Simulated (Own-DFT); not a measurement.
## Calculated data, Hf36O71 (tetragonal hafnia with one neutral oxygen vacancy, atoms displaced)

A calculation, not a measurement: plane-wave PBE and HSE06 DFT by an unreviewed code, no spin, of a simulated cell at Gamma alone, so results move with cell size and shape, stress positive in tension, energies less offsets, not probed for a lower state with spin; hafnium file: forces about 75 meV/angstrom off all-electron values; oxygen file: force components 24 meV/angstrom off all-electron in a glass; k mesh not checked against a denser one; forces and stress are PBE's, HSE06 gives the energy alone, and its difference from PBE has offsets of its own; offsets are fitted by least squares, one for each functional and potential file, so energies compare only between cells with the same atoms and settings and are not formation energies; the far tail of each file's local potential was reset to the Coulomb form; each entry is a single point on an unrelaxed cell, so the pressure reflects the starting lattice, taken from the Materials Project, from which strain is counted, and rises with the displacements; printed positions are rounded, which can move forces by about a meV/angstrom; the program is a retired in-house code; no spin-orbit coupling. Program: Own-DFT development build.

Settings shared by all entries: first functional PBE; second functional HSE06; exact exchange share 0.25; screening 0.11 1/bohr; exchange divergence Gygi-Baldereschi; potential files PseudoDojo norm-conserving, scalar-relativistic, made for PBE, standard set; wave cutoff 48 hartree; occupations fixed; k mesh 1 x 1 x 1 centred on Gamma.

(1) Hf36O71 (tetragonal hafnia with one neutral oxygen vacancy, atoms displaced)

```
CELL_PARAMETERS angstrom
10.78000 0.00000 0.00000
0.00000 10.78000 0.00000
0.00000 0.00000 10.44930
ATOMIC_POSITIONS crystal
Hf 0.99791 0.99636 0.01137
Hf 0.16066 0.16922 0.23715
O 0.98296 0.16567 0.15400
O 0.16257 0.00740 0.34835
O 0.99719 0.17468 0.41513
O 0.16096 0.00270 0.09911
Hf 0.00131 0.00000 0.49643
Hf 0.16417 0.16623 0.75277
O 0.01340 0.16186 0.66164
O 0.17235 0.99113 0.84705
O 0.00154 0.15151 0.89366
O 0.15946 0.99212 0.59321
Hf 0.99039 0.33212 0.01667
Hf 0.15655 0.49872 0.25274
O 0.00928 0.49991 0.14960
O 0.16962 0.32917 0.35585
O 0.99305 0.51378 0.39806
O 0.17173 0.33947 0.11789
Hf 0.00263 0.34057 0.49634
Hf 0.16250 0.49866 0.75307
O 0.01009 0.49724 0.65243
O 0.17803 0.32991 0.83914
O 0.99733 0.50602 0.91732
O 0.16842 0.33475 0.60753
Hf 0.98576 0.66227 0.99815
Hf 0.16474 0.84286 0.24692
O 0.99303 0.83988 0.16139
O 0.15823 0.68006 0.35411
O 0.99390 0.83708 0.40809
O 0.16647 0.66708 0.10761
Hf 0.99870 0.66850 0.50269
Hf 0.16793 0.82974 0.74550
O 0.99549 0.81758 0.64480
O 0.16209 0.65421 0.85077
O 0.00109 0.84088 0.90724
O 0.16297 0.66324 0.58797
Hf 0.33267 0.98559 0.00690
Hf 0.50120 0.16532 0.24751
O 0.32902 0.16378 0.14718
O 0.50568 0.99759 0.34059
O 0.33203 0.16993 0.39069
O 0.50642 0.00102 0.11112
Hf 0.33783 0.00064 0.49532
Hf 0.49122 0.16601 0.74477
O 0.33276 0.17074 0.63899
O 0.50723 0.00766 0.84600
O 0.34034 0.17388 0.89364
O 0.50569 0.98661 0.60171
Hf 0.32826 0.34134 0.98494
Hf 0.48395 0.49129 0.25600
O 0.32753 0.49994 0.14813
O 0.50147 0.35457 0.34457
O 0.33383 0.49589 0.38768
O 0.51237 0.33943 0.09970
Hf 0.33527 0.32144 0.50056
Hf 0.50671 0.50104 0.74638
O 0.32517 0.50609 0.65159
O 0.50704 0.32437 0.84442
O 0.33768 0.50077 0.90231
O 0.50092 0.31426 0.60567
Hf 0.32451 0.67377 0.00646
Hf 0.49771 0.83197 0.25401
O 0.32916 0.84856 0.15852
O 0.50642 0.66432 0.34327
O 0.32754 0.83719 0.38956
O 0.49966 0.66054 0.10437
Hf 0.34006 0.66004 0.49817
Hf 0.49962 0.82602 0.74033
O 0.32567 0.84408 0.65819
O 0.50349 0.65825 0.85458
O 0.33070 0.82709 0.90320
O 0.50673 0.66436 0.58836
Hf 0.65777 0.00319 0.00424
Hf 0.83150 0.15737 0.25748
O 0.67058 0.16650 0.14919
O 0.83335 0.01525 0.35702
O 0.83290 0.99552 0.09403
Hf 0.66296 0.99537 0.50802
Hf 0.83653 0.17698 0.75810
O 0.67277 0.15740 0.65813
O 0.82982 0.99266 0.85734
O 0.66514 0.17877 0.91260
O 0.84496 0.00796 0.60910
Hf 0.67435 0.34570 0.01082
Hf 0.83092 0.49791 0.24526
O 0.66919 0.51056 0.16659
O 0.83437 0.32684 0.35264
O 0.65916 0.49580 0.40494
O 0.83202 0.33019 0.10619
Hf 0.68054 0.33793 0.51134
Hf 0.82459 0.50547 0.75526
O 0.66647 0.49463 0.65507
O 0.83777 0.33427 0.84242
O 0.65576 0.50065 0.90123
O 0.82098 0.33977 0.59625
Hf 0.66524 0.68017 0.99644
Hf 0.82177 0.82673 0.25572
O 0.67538 0.83660 0.14762
O 0.82660 0.67451 0.35248
O 0.66465 0.82272 0.39260
O 0.83994 0.67366 0.10078
Hf 0.66458 0.65195 0.49131
Hf 0.83847 0.84071 0.74920
O 0.67543 0.83691 0.65046
O 0.83577 0.67541 0.84768
O 0.66319 0.82776 0.90087
O 0.83691 0.66046 0.59826
```

```
PBE energy of cell above offsets : -89.264 eV
HSE06 less PBE above offsets     : 0.449 eV
PBE pressure                     : 4.63 GPa
PBE stress xx                    : -5.19 GPa
PBE stress yy                    : -4.24 GPa
PBE stress zz                    : -4.45 GPa
PBE stress yz                    : 0.86 GPa
PBE stress xz                    : -1.14 GPa
PBE stress xy                    : 0.55 GPa
```

Force:
| element | x (eV/Å) | y (eV/Å) | z (eV/Å) |
| --- | --- | --- | --- |
| Hf | -1.755 | -0.648 | -1.932 |
| Hf | 1.285 | 0.193 | 1.593 |
| O | 3.012 | 0.723 | -0.92 |
| O | 0.081 | 0.202 | -0.489 |
| O | 0.179 | -0.514 | -0.932 |
| O | 1.334 | 0.203 | 0.343 |
| Hf | -0.565 | 0.481 | 0.773 |
| Hf | 1.557 | -1.331 | 0.288 |
| O | -3.2 | 1.228 | -1.298 |
| O | 0.928 | 0.584 | 0.015 |
| O | 0.06 | 2.437 | 1.94 |
| O | 2.106 | -0.201 | 0.22 |
| Hf | 2.162 | -0.305 | -1.554 |
| Hf | 3.261 | 1.323 | 1.208 |
| O | -3.502 | -0.652 | -0.53 |
| O | -1.268 | 0.737 | 0.008 |
| O | 0.136 | -2.918 | -0.577 |
| O | -1.826 | -1.192 | -2.297 |
| Hf | 1.086 | 0.05 | 0.779 |
| Hf | 1.36 | -0.493 | -1.011 |
| O | -3.074 | -0.341 | 0.171 |
| O | -0.701 | 1.065 | 2.535 |
| O | -0.64 | -3.734 | -1.699 |
| O | 0.066 | -0.274 | -1.809 |
| Hf | 3.338 | 3.589 | 0.307 |
| Hf | -2.061 | -1.499 | 1.823 |
| O | 0.742 | 0.112 | -0.063 |
| O | 0.633 | -1.237 | -1.129 |
| O | -0.374 | 0.033 | -0.709 |
| O | -0.541 | 0.845 | -0.796 |
| Hf | 0.525 | 1.78 | -0.453 |
| Hf | -2.809 | -0.018 | 0.816 |
| O | 0.996 | 0.824 | 1.685 |
| O | 0.417 | 2.474 | 0.155 |
| O | 0.229 | -1.865 | -0.446 |
| O | 2.263 | 0.413 | 1.224 |
| Hf | -0.14 | 2.981 | -0.986 |
| Hf | 0.012 | 1.297 | -0.466 |
| O | 0.497 | -0.327 | 0.008 |
| O | 0.015 | 0.752 | 2.005 |
| O | 1.015 | -1.197 | 0.327 |
| O | -1.827 | -0.33 | -1.014 |
| Hf | -1.735 | 0.205 | -0.021 |
| Hf | 1.152 | 1.106 | 1.147 |
| O | -0.723 | -1.618 | -0.177 |
| O | -0.362 | -2.787 | 0.713 |
| O | -0.42 | -1.605 | 0.587 |
| O | -1.984 | 0.146 | -0.719 |
| Hf | 1.387 | -1.341 | 1.655 |
| Hf | 0.365 | 5.358 | -4.952 |
| O | -0.564 | -0.066 | -0.133 |
| O | 0.175 | -8.324 | 3.498 |
| O | -0.694 | 1.341 | 2.344 |
| O | -1.637 | -0.151 | 0.011 |
| Hf | -0.625 | 1.179 | 0.421 |
| Hf | -2.622 | -1.763 | 2.061 |
| O | 2.304 | 0.445 | -0.52 |
| O | -0.697 | 2.515 | -0.149 |
| O | -0.042 | 1.142 | -0.436 |
| O | 0.389 | 1.795 | -1.653 |
| Hf | 0.811 | -3.397 | 0.613 |
| Hf | 1.13 | -1.112 | -0.558 |
| O | 1.021 | -0.31 | -2.043 |
| O | -0.962 | 0.308 | 1.32 |
| O | 1.375 | -0.256 | 1.902 |
| O | -0.54 | 1.923 | -1.339 |
| Hf | -2.971 | -0.713 | -1.396 |
| Hf | 1.402 | 1.1 | 1.639 |
| O | 2.716 | -0.887 | -1.346 |
| O | -0.207 | 1.634 | -1.737 |
| O | 0.66 | 0.533 | -0.247 |
| O | -1.33 | 0.564 | 1.941 |
| Hf | 2.524 | 1.078 | -1.633 |
| Hf | -1.84 | 2.068 | -0.597 |
| O | -0.485 | -0.348 | 1.64 |
| O | -1.049 | -3.644 | 1.075 |
| O | -1.167 | 0.663 | 1.189 |
| Hf | 2.584 | 0.639 | -0.329 |
| Hf | 0.009 | -4.875 | -0.883 |
| O | -0.455 | 0.056 | -0.41 |
| O | -0.625 | 1.461 | -0.722 |
| O | 1.267 | -0.801 | 0.098 |
| O | -1.003 | -0.814 | -0.871 |
| Hf | -3.207 | -1.792 | -1.398 |
| Hf | 0.377 | 0.634 | 1.869 |
| O | 0.429 | -0.59 | -1.138 |
| O | -0.515 | 1.374 | -0.196 |
| O | 1.434 | -0.595 | 0.141 |
| O | 0.825 | 1.532 | 0.276 |
| Hf | -6.581 | -2.37 | -4.025 |
| Hf | 1.878 | 1.054 | -0.715 |
| O | 0.046 | 0.532 | -0.722 |
| O | 0.556 | 2.441 | 1.888 |
| O | 1.873 | 0.626 | -0.083 |
| O | 6.993 | -0.134 | 3.441 |
| Hf | -1.183 | -2.171 | 1.914 |
| Hf | 2.29 | 1.935 | -0.081 |
| O | -2.616 | -0.517 | -0.647 |
| O | 0.043 | -2.951 | -0.307 |
| O | -0.403 | 1.825 | 1.15 |
| O | -2.204 | -0.852 | 0.793 |
| Hf | 2.513 | 2.439 | -0.276 |
| Hf | 0.397 | 1.116 | -0.162 |
| O | -1.306 | -0.254 | -0.006 |
| O | -0.18 | -1.697 | 0.631 |
| O | -0.871 | 2.068 | -0.853 |
| O | -2.124 | -1.356 | 0.419 |

(2) Hf36O71 (tetragonal hafnia with one neutral oxygen vacancy, atoms displaced)

```
CELL_PARAMETERS angstrom
10.78000 0.00000 0.00000
0.00000 10.78000 0.00000
0.00000 0.00000 10.44930
ATOMIC_POSITIONS crystal
Hf 0.00160 0.00537 0.00857
Hf 0.16014 0.16892 0.25273
O 0.00462 0.16830 0.15243
O 0.16626 0.99544 0.35225
O 0.99429 0.16202 0.40608
O 0.17782 0.99369 0.09914
Hf 0.00741 0.00052 0.50542
Hf 0.16931 0.16236 0.74729
O 0.99803 0.17286 0.65142
O 0.16649 0.00052 0.83955
O 0.99583 0.16788 0.89178
O 0.17324 0.99739 0.60034
Hf 0.00091 0.34238 0.99855
Hf 0.16505 0.49520 0.24694
O 0.99425 0.50489 0.15276
O 0.17402 0.33013 0.35319
O 0.00384 0.50982 0.40985
O 0.16304 0.33304 0.10002
Hf 0.99514 0.33554 0.49831
Hf 0.16798 0.49747 0.75174
O 0.99851 0.49779 0.65254
O 0.17070 0.32991 0.85352
O 0.99995 0.49876 0.90531
O 0.16107 0.33123 0.60067
Hf 0.00520 0.67443 0.00090
Hf 0.16158 0.83347 0.24469
O 0.16219 0.66653 0.34464
O 0.00021 0.83320 0.39432
O 0.17046 0.65841 0.09661
Hf 0.00072 0.66457 0.49891
Hf 0.16325 0.82354 0.75473
O 0.99930 0.83191 0.65924
O 0.16505 0.66449 0.84819
O 0.99683 0.82958 0.90630
O 0.16563 0.66811 0.59989
Hf 0.33460 0.99447 0.99922
Hf 0.49353 0.15660 0.25164
O 0.34310 0.16413 0.13899
O 0.49248 0.99849 0.34520
O 0.33430 0.16043 0.39854
O 0.49306 0.00255 0.09158
Hf 0.33785 0.00148 0.49664
Hf 0.49992 0.15833 0.75807
O 0.33677 0.17186 0.64995
O 0.50238 0.99818 0.84987
O 0.33426 0.16271 0.90348
O 0.49765 0.01173 0.60427
Hf 0.33984 0.33253 0.99541
Hf 0.49887 0.49886 0.24803
O 0.33365 0.49556 0.15359
O 0.50153 0.33268 0.34922
O 0.33076 0.49725 0.39548
O 0.49583 0.33455 0.09589
Hf 0.33136 0.33628 0.49888
Hf 0.49630 0.49006 0.75348
O 0.32381 0.49957 0.65507
O 0.49172 0.33512 0.83348
O 0.33243 0.50287 0.89874
O 0.49279 0.33097 0.60612
Hf 0.33840 0.66120 0.00172
Hf 0.50162 0.83404 0.24279
O 0.33452 0.83301 0.14788
O 0.50214 0.65953 0.34096
O 0.33417 0.83144 0.40351
O 0.49948 0.66438 0.10112
Hf 0.33827 0.66740 0.49596
Hf 0.48532 0.82319 0.74635
O 0.33244 0.82595 0.65682
O 0.49375 0.66174 0.84743
O 0.33996 0.83149 0.90249
O 0.49893 0.66129 0.59288
Hf 0.66613 0.01114 0.99927
Hf 0.83212 0.15996 0.25186
O 0.66408 0.16366 0.14901
O 0.83344 0.00610 0.34817
O 0.67877 0.16678 0.40732
O 0.83050 0.00761 0.09104
Hf 0.66900 0.00011 0.50349
Hf 0.83152 0.16807 0.74312
O 0.66983 0.16559 0.64614
O 0.83263 0.99521 0.83784
O 0.66799 0.16412 0.89301
O 0.83809 0.00291 0.60162
Hf 0.66631 0.33405 0.99812
Hf 0.82669 0.49629 0.24822
O 0.65842 0.49958 0.15346
O 0.83667 0.33512 0.35386
O 0.67585 0.50364 0.40648
O 0.83204 0.32739 0.08882
Hf 0.66695 0.32912 0.49509
Hf 0.83846 0.50323 0.75324
O 0.66672 0.49738 0.65243
O 0.82484 0.33162 0.84920
O 0.66954 0.49648 0.90082
O 0.83382 0.32971 0.60025
Hf 0.65940 0.66634 0.99234
Hf 0.83729 0.82783 0.25216
O 0.65740 0.84237 0.15827
O 0.84050 0.66620 0.33870
O 0.66635 0.83202 0.40727
O 0.83353 0.66679 0.09472
Hf 0.67171 0.66662 0.49799
Hf 0.83962 0.82096 0.74944
O 0.66438 0.83737 0.65358
O 0.83323 0.67037 0.84780
O 0.66050 0.83340 0.90533
O 0.84118 0.65994 0.60210
```

```
PBE stress zz : ?
```

Question: Hf36O71 (tetragonal hafnia with one neutral oxygen vacancy, atoms displaced) (entry 2): PBE stress zz?
Answer: -2.34 GPa

Question: Give the table of force values for Hf36O71 (tetragonal hafnia with one neutral oxygen vacancy, atoms displaced) (entry 2).
Answer: 
Force:
| element | x (eV/Å) | y (eV/Å) | z (eV/Å) |
| --- | --- | --- | --- |
| Hf | -0.121 | 0.602 | -2.255 |
| Hf | 1.952 | -0.602 | 0.082 |
| O | -0.902 | -0.819 | -0.1 |
| O | -0.273 | 0.639 | -0.827 |
| O | 0.827 | 0.861 | -0.846 |
| O | -2.746 | 0.073 | 0.38 |
| Hf | -0.562 | -0.097 | 0.124 |
| Hf | -0.392 | 1.127 | -0.179 |
| O | 1.078 | -0.681 | -0.547 |
| O | -0.124 | -1.335 | 1.206 |
| O | 0.355 | -0.062 | 1.914 |
| O | -0.434 | 0.202 | -0.449 |
| Hf | -0.007 | -2.144 | -0.477 |
| Hf | 0.226 | 0.818 | 0.382 |
| O | 0.303 | -0.875 | 0.462 |
| O | -0.984 | 0 | -0.656 |
| O | -0.038 | -2.808 | -1.315 |
| O | 0.728 | 0.215 | 0.368 |
| Hf | 0.224 | -0.359 | 1.401 |
| Hf | -0.87 | -0.963 | -0.222 |
| O | 0.571 | -0.035 | 0.407 |
| O | -0.063 | 0.49 | -0.437 |
| O | -0.219 | 1.238 | -0.723 |
| O | 0.647 | 0.268 | -0.636 |
| Hf | -0.769 | -1.83 | 0.828 |
| Hf | 0.606 | -0.225 | 0.781 |
| O | 0.404 | 0.139 | -0.529 |
| O | -0.541 | 0.322 | 0.246 |
| O | -0.447 | 0.68 | 0.015 |
| Hf | 1.293 | 1.321 | 0.425 |
| Hf | 0.454 | 1.405 | -0.833 |
| O | 1.02 | 0.12 | -1.09 |
| O | -0.169 | -0.213 | 0.674 |
| O | 0.643 | 1.636 | 0.368 |
| O | 0.139 | 0.179 | -0.407 |
| Hf | 0.331 | 0.71 | -0.852 |
| Hf | -0.112 | 1.732 | -1.065 |
| O | -1.938 | 0.58 | 1.665 |
| O | 0.811 | -0.608 | 0.646 |
| O | 0.025 | 1.169 | -0.267 |
| O | 1.785 | -0.225 | 1.176 |
| Hf | -0.369 | -0.149 | 0.68 |
| Hf | -0.065 | 0.043 | -2.183 |
| O | -0.954 | -0.41 | 0.325 |
| O | -0.346 | -0.838 | -0.16 |
| O | 0.3 | 0.358 | -0.685 |
| O | 0.194 | -0.876 | -1.048 |
| Hf | -1.763 | -0.746 | 0.266 |
| Hf | -1.007 | -0.754 | 0.529 |
| O | -0.292 | 0.225 | -0.685 |
| O | 0.362 | -0.536 | -0.013 |
| O | 0.038 | 0.712 | 0.771 |
| O | 1.365 | 0.192 | -0.593 |
| Hf | 0.082 | -0.826 | 1.113 |
| Hf | 0.58 | 2.164 | -2.927 |
| O | 1.503 | -0.078 | -0.824 |
| O | 0.113 | -2.192 | 3.459 |
| O | 0.045 | -0.74 | 0.458 |
| O | 1.079 | 0.79 | -1.914 |
| Hf | -0.263 | 0.822 | 0.009 |
| Hf | -1.685 | -0.847 | 1.188 |
| O | -0.313 | -0.469 | 0.47 |
| O | -0.03 | 1.34 | 0.766 |
| O | 0.266 | -0.002 | 0.138 |
| O | 0.21 | 0.034 | -0.629 |
| Hf | -1.124 | -0.504 | -0.13 |
| Hf | 3.548 | 1.165 | 1.414 |
| O | -1.456 | 0.015 | -1.22 |
| O | 0.514 | -0.196 | 0.341 |
| O | -0.519 | -0.881 | -0.343 |
| O | 0.477 | 0.419 | 0.069 |
| Hf | -0.664 | -2.138 | -1.05 |
| Hf | -0.259 | 1.045 | -0.344 |
| O | -0.19 | 0.044 | 0.541 |
| O | -0.233 | -2.355 | -0.319 |
| O | -0.577 | -0.625 | -1.326 |
| O | 1.297 | -0.341 | 0.972 |
| Hf | 0.63 | -0.176 | 1.584 |
| Hf | 0.744 | -0.743 | 0.829 |
| O | -1.193 | 0.135 | 0.211 |
| O | -0.021 | -0.054 | 0.909 |
| O | -0.723 | 1.363 | 0.606 |
| O | -0.17 | -0.348 | -1.59 |
| Hf | 0.635 | -0.588 | -0.146 |
| Hf | 0.118 | 0.439 | -0.236 |
| O | 1.854 | -0.395 | -0.503 |
| O | 0.127 | -0.128 | -1.165 |
| O | 0.108 | -0.721 | -0.817 |
| O | -0.231 | 0.537 | 1.323 |
| Hf | -0.661 | 0.979 | 2.123 |
| Hf | -1.318 | -1.38 | -0.573 |
| O | 0.154 | 0.286 | 0.575 |
| O | 0.321 | 0.822 | -0.414 |
| O | -0.661 | 0.756 | 0.287 |
| O | -0.22 | 0.385 | -0.608 |
| Hf | 0.883 | 0.913 | 0.292 |
| Hf | -0.341 | 0.932 | -0.738 |
| O | 2.741 | -0.208 | -0.556 |
| O | -0.577 | -0.29 | 0.935 |
| O | 0.242 | 0.225 | -0.559 |
| O | -0.624 | 0.897 | -0.027 |
| Hf | -0.757 | -0.134 | 1.47 |
| Hf | -2.482 | 3.515 | -0.141 |
| O | 0.099 | -0.615 | -0.088 |
| O | -0.096 | -2.001 | 0.918 |
| O | 0.164 | -0.532 | 0.748 |
| O | -1.313 | 0.622 | -0.608 |

Further results for Hf36O71 (tetragonal hafnia with one neutral oxygen vacancy, atoms displaced) (entry 2):

```
PBE energy of cell above offsets : -97.393 eV
HSE06 less PBE above offsets     : 0.063 eV
PBE pressure                     : 2.09 GPa
PBE stress xx                    : -1.16 GPa
PBE stress yy                    : -2.76 GPa
PBE stress yz                    : 1.97 GPa
PBE stress xz                    : -0.61 GPa
PBE stress xy                    : 0.04 GPa
```
